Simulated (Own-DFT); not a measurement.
# Computed records: GaP (zincblende, strongly disordered by large displacements)

Computed with Own-DFT development build. A calculation, not a measurement: plane-wave PBE density functional theory by an unreviewed code, no spin, of a simulated periodic cell, stress positive in tension, free energy of the whole cell less one offset for each atom, forces on such cells passed a denser k mesh, this cell's mesh not checked; broken bonds can close the gap or carry spin, so checks made on this kind of crystal may not hold here; offsets are fitted by least squares, one for each functional and potential file, so energies compare only between cells with the same atoms and settings and are not formation energies; the far tail of each file's local potential was reset to the Coulomb form; each entry is a single point on an unrelaxed cell, so the pressure reflects the starting lattice, mostly measured values (interpolated for alloys), from which strain is counted, and rises with the displacements; printed positions are rounded, which can move forces by about a meV/angstrom; the program, named Own-DFT, is a retired in-house code; no spin-orbit coupling.

Common to all runs: functional PBE; potential files PseudoDojo norm-conserving, scalar-relativistic, standard set; wave cutoff 42 hartree; occupations Fermi-Dirac; smearing width 0.1 eV; hardware one NVIDIA H100; k mesh 3 x 3 x 3 centred on Gamma.

(1) GaP (zincblende, strongly disordered by large displacements)

```
CELL_PARAMETERS angstrom
10.90100 0.00000 0.00000
0.00000 10.90100 0.00000
0.00000 0.00000 10.90100
ATOMIC_POSITIONS crystal
Ga 0.00204 0.98852 0.01397
Ga 0.99828 0.20442 0.24585
Ga 0.23851 0.00319 0.23422
Ga 0.25528 0.23710 0.97174
P 0.13452 0.12287 0.12841
P 0.13936 0.35425 0.37898
P 0.36890 0.15210 0.37064
P 0.37010 0.39578 0.11701
Ga 0.98689 0.01821 0.53332
Ga 0.98543 0.24429 0.76303
Ga 0.28180 0.99155 0.73912
Ga 0.20998 0.23676 0.48941
P 0.12580 0.13714 0.61655
P 0.11921 0.33302 0.86521
P 0.39270 0.11935 0.87481
P 0.36064 0.39797 0.60344
Ga 0.00838 0.48707 0.00031
Ga 0.98890 0.77352 0.25960
Ga 0.22741 0.49495 0.26089
Ga 0.25179 0.76007 0.01564
P 0.14012 0.61662 0.11371
P 0.11515 0.87838 0.40961
P 0.39417 0.60357 0.38572
P 0.33752 0.84941 0.14110
Ga 0.01803 0.51120 0.53951
Ga 0.98958 0.75017 0.73085
Ga 0.24295 0.51161 0.73933
Ga 0.24437 0.75421 0.49399
P 0.15813 0.59561 0.60458
P 0.13897 0.88263 0.85401
P 0.37079 0.65959 0.89242
P 0.39027 0.88213 0.59691
Ga 0.49825 0.01084 0.01537
Ga 0.51190 0.22302 0.22498
Ga 0.73411 0.98735 0.25804
Ga 0.74211 0.24802 0.00509
P 0.61598 0.14686 0.10517
P 0.62961 0.38661 0.38225
P 0.86909 0.12917 0.38821
P 0.87657 0.41261 0.13010
Ga 0.49062 0.03745 0.52866
Ga 0.50134 0.22107 0.75481
Ga 0.76274 0.01445 0.76662
Ga 0.75613 0.22515 0.47907
P 0.64114 0.11448 0.63592
P 0.63361 0.35968 0.86703
P 0.88706 0.10878 0.87803
P 0.85921 0.39760 0.64214
Ga 0.50763 0.50835 0.01894
Ga 0.49834 0.75697 0.25467
Ga 0.73028 0.50129 0.22333
Ga 0.72167 0.73222 0.99361
P 0.61758 0.60802 0.14395
P 0.61485 0.87362 0.36877
P 0.89445 0.61292 0.38633
P 0.89094 0.87912 0.13745
Ga 0.50944 0.48011 0.52481
Ga 0.51896 0.75363 0.76223
Ga 0.74387 0.51983 0.72711
Ga 0.73876 0.76729 0.48044
P 0.61477 0.62565 0.63271
P 0.63781 0.88449 0.89999
P 0.85208 0.60214 0.83892
P 0.86812 0.87517 0.63627
```

- free energy of cell above offsets: 0.203 eV
- pressure: 10.86 GPa
- stress xx: -12.57 GPa
- stress yy: -9.38 GPa
- stress zz: -10.63 GPa
- stress yz: 1.11 GPa
- stress xz: -1.58 GPa
- stress xy: 0.49 GPa
- wall time: 570.4 s

Force:
```tsv
element	x (eV/Å)	y (eV/Å)	z (eV/Å)
Ga	1.828	0.671	-1.924
Ga	-0.534	3.716	1.132
Ga	1.736	-1.603	4.429
Ga	1.018	1.015	2.651
P	-0.819	0.963	-3.773
P	-5.82	4.666	-4.498
P	0.966	-2.04	-0.166
P	-0.908	-2.83	0.476
Ga	-0.117	-1.651	-1.244
Ga	-1.717	0.036	-3.147
Ga	-1.068	0.507	-0.091
Ga	6.277	-0.726	0.953
P	-1.402	-2.688	5.492
P	1.283	4.819	1.059
P	-2.266	-2.208	0.707
P	-2.384	-4.245	2.812
Ga	0.78	0.689	-2.121
Ga	2.591	-3.444	3.024
Ga	2.374	0.41	-0.298
Ga	-4.463	-2.525	-5.77
P	-2.192	0.469	0.752
P	-1.113	1.786	-2.451
P	-1.529	1.657	-0.956
P	5.752	4.985	4.775
Ga	-6.747	-4.356	-3.962
Ga	1.852	-1.724	1.503
Ga	3.636	-3.021	6.176
Ga	2.42	-1.36	-0.207
P	1.414	7.657	-0.408
P	-1.296	-1.03	1.38
P	1.811	-2.81	-2.104
P	-0.48	-2.256	2.03
Ga	-0.827	-2.735	-0.275
Ga	-5.457	6	6.104
Ga	1.757	1.652	-1.568
Ga	3.881	2.479	-2.047
P	3.789	-5.55	-0.948
P	0.603	-2.232	-1.141
P	4.674	-6.022	-4.702
P	0.434	-4.648	-0.077
Ga	-0.391	0.305	-3.254
Ga	1.666	4.019	-1.934
Ga	-1.382	-3.008	-0.69
Ga	-5.881	7.132	5.1
P	0.586	1.375	-0.657
P	-1.149	1.636	-0.284
P	0.35	1.657	3.009
P	3.482	-4.657	-2.933
Ga	-1.578	-1.307	-3.761
Ga	-1.601	-2.127	-0.133
Ga	4.796	-3.97	6.622
Ga	2.466	-1.719	0.855
P	-3.613	7.885	-2.966
P	-1.621	1.833	1.017
P	-1.411	1.277	-0.735
P	-4.198	0.509	-1.784
Ga	2.036	1.957	-1.953
Ga	-1.429	1.089	0.392
Ga	-5.207	-3.562	-0.995
Ga	2.31	-2.654	1.798
P	-0.751	2.136	-2.476
P	-1.538	1.44	-1.501
P	6.146	5.041	7.218
P	-1.823	1.245	-1.532
```

(2) GaP (zincblende, strongly disordered by large displacements)

```
CELL_PARAMETERS angstrom
10.90100 0.00000 0.00000
0.00000 10.90100 0.00000
0.00000 0.00000 10.90100
ATOMIC_POSITIONS crystal
Ga 0.96937 0.01615 0.03008
Ga 0.97921 0.21011 0.26591
Ga 0.26476 0.02177 0.25098
Ga 0.18130 0.24884 0.00337
P 0.14471 0.11124 0.11861
P 0.13923 0.39138 0.41428
P 0.35433 0.16464 0.43424
P 0.37744 0.38674 0.17143
Ga 0.97511 0.01278 0.53376
Ga 0.96374 0.28420 0.72804
Ga 0.24112 0.04416 0.78420
Ga 0.27764 0.31909 0.50813
P 0.11208 0.07879 0.64909
P 0.14583 0.33802 0.84547
P 0.34594 0.14483 0.96115
P 0.40937 0.38288 0.66960
Ga 0.03434 0.50062 0.91033
Ga 0.97697 0.77271 0.17642
Ga 0.28696 0.48792 0.29682
Ga 0.23519 0.74699 0.98976
P 0.11507 0.57221 0.05965
P 0.13648 0.88467 0.38777
P 0.36864 0.62101 0.40485
P 0.36310 0.90368 0.09529
Ga 0.98513 0.48785 0.44724
Ga 0.01348 0.75044 0.80125
Ga 0.25444 0.47442 0.70816
Ga 0.22265 0.71649 0.46577
P 0.10694 0.62767 0.69986
P 0.19668 0.85283 0.84328
P 0.45828 0.64536 0.92791
P 0.39417 0.91526 0.63645
Ga 0.51397 0.97968 0.93597
Ga 0.47869 0.20035 0.30232
Ga 0.74897 0.05985 0.24822
Ga 0.75060 0.26534 0.00374
P 0.61296 0.10694 0.12273
P 0.63655 0.37776 0.36929
P 0.88351 0.06987 0.37557
P 0.87731 0.39224 0.11959
Ga 0.55406 0.01519 0.47446
Ga 0.53469 0.26107 0.73387
Ga 0.75058 0.96780 0.78656
Ga 0.77708 0.26043 0.48167
P 0.60018 0.10859 0.63813
P 0.70414 0.38165 0.87147
P 0.83094 0.16073 0.87803
P 0.84255 0.37759 0.62445
Ga 0.51490 0.47294 0.96263
Ga 0.53091 0.72188 0.25436
Ga 0.77109 0.49778 0.22785
Ga 0.79880 0.68901 0.01126
P 0.65144 0.64317 0.13084
P 0.61686 0.90519 0.33712
P 0.87862 0.64290 0.39585
P 0.86387 0.87239 0.07399
Ga 0.48694 0.47692 0.53282
Ga 0.48314 0.73703 0.71187
Ga 0.74913 0.49232 0.73052
Ga 0.74557 0.76922 0.54401
P 0.60538 0.60396 0.63573
P 0.64165 0.84176 0.88222
P 0.90121 0.62346 0.87482
P 0.86738 0.85876 0.64523
```

* free energy of cell above offsets: 29.586 eV
* pressure: 15.89 GPa
* stress xx: -15.45 GPa
* stress yy: -16.41 GPa
* stress zz: -15.83 GPa
* stress yz: 0.47 GPa
* stress xz: -0.09 GPa
* stress xy: 5.12 GPa
* wall time: 613.4 s

Force:
```tsv
element	x (eV/Å)	y (eV/Å)	z (eV/Å)
Ga	2.529	4.397	-2.358
Ga	1.665	2.29	-1.911
Ga	0.984	-1.478	2.323
Ga	1.193	3.21	1.599
P	-4.224	-2.279	2.768
P	-1.402	-1.044	-3.931
P	-1.174	-5.955	0.74
P	2.426	-3.385	-4.088
Ga	0.559	-3.373	0.986
Ga	3.897	-4.289	3.323
Ga	2.935	-0.148	2.163
Ga	1.737	-0.247	3.97
P	-1.055	4.017	-0.955
P	-1.689	2.005	-4.262
P	3.178	-1.739	-2.181
P	-1.482	-2.23	1.205
Ga	1.171	-4.452	-2.12
Ga	4.781	-4.008	4.735
Ga	-3.175	0.021	-0.507
Ga	1.821	-3.176	4.116
P	2.97	3.892	5.977
P	-1.025	0.689	-1.372
P	5.922	0.452	0.182
P	0.868	-1.175	0.467
Ga	-3.024	1.478	2.522
Ga	0.419	7.467	-0.059
Ga	-4.576	3.077	2.24
Ga	-3.549	2.706	2.84
P	3.793	-4.431	-5.133
P	-1.996	1.557	-3.21
P	-2.616	4.722	-1.612
P	0.006	-0.174	-0.384
Ga	-2.088	1.683	2.096
Ga	3.923	3.066	-4.817
Ga	-1.537	-2.079	-1.465
Ga	-1.623	-1.152	8.735
P	-2.285	2.229	-2.07
P	-1.081	-0.551	0.125
P	0.855	1.742	1.598
P	3.861	-3.786	-1.979
Ga	-3.31	0.563	1.923
Ga	2.334	-0.924	3.696
Ga	1.171	3.135	-1.781
Ga	-1.86	-1.785	-1.472
P	2.993	-1.247	0.966
P	-5.787	0.957	-0.364
P	4.607	-5.127	-3.827
P	2.486	0.383	-5.444
Ga	1.187	-3.9	1.68
Ga	-3.221	2.32	2.01
Ga	-2.911	2.644	4.225
Ga	-2.726	1.845	1.92
P	0.165	-2.958	-1.195
P	1.734	-2.896	-1.483
P	-1.08	1.509	-1.958
P	-5.442	1.039	-0.494
Ga	2.985	2.181	-6.153
Ga	-1.312	1.756	2.554
Ga	-0.942	6.655	0.549
Ga	-4.123	-3.841	-4.151
P	2.485	1.327	-1.459
P	-0.515	-3.65	0.424
P	-5.131	-2.592	-3.697
P	4.319	3.056	3.235
```
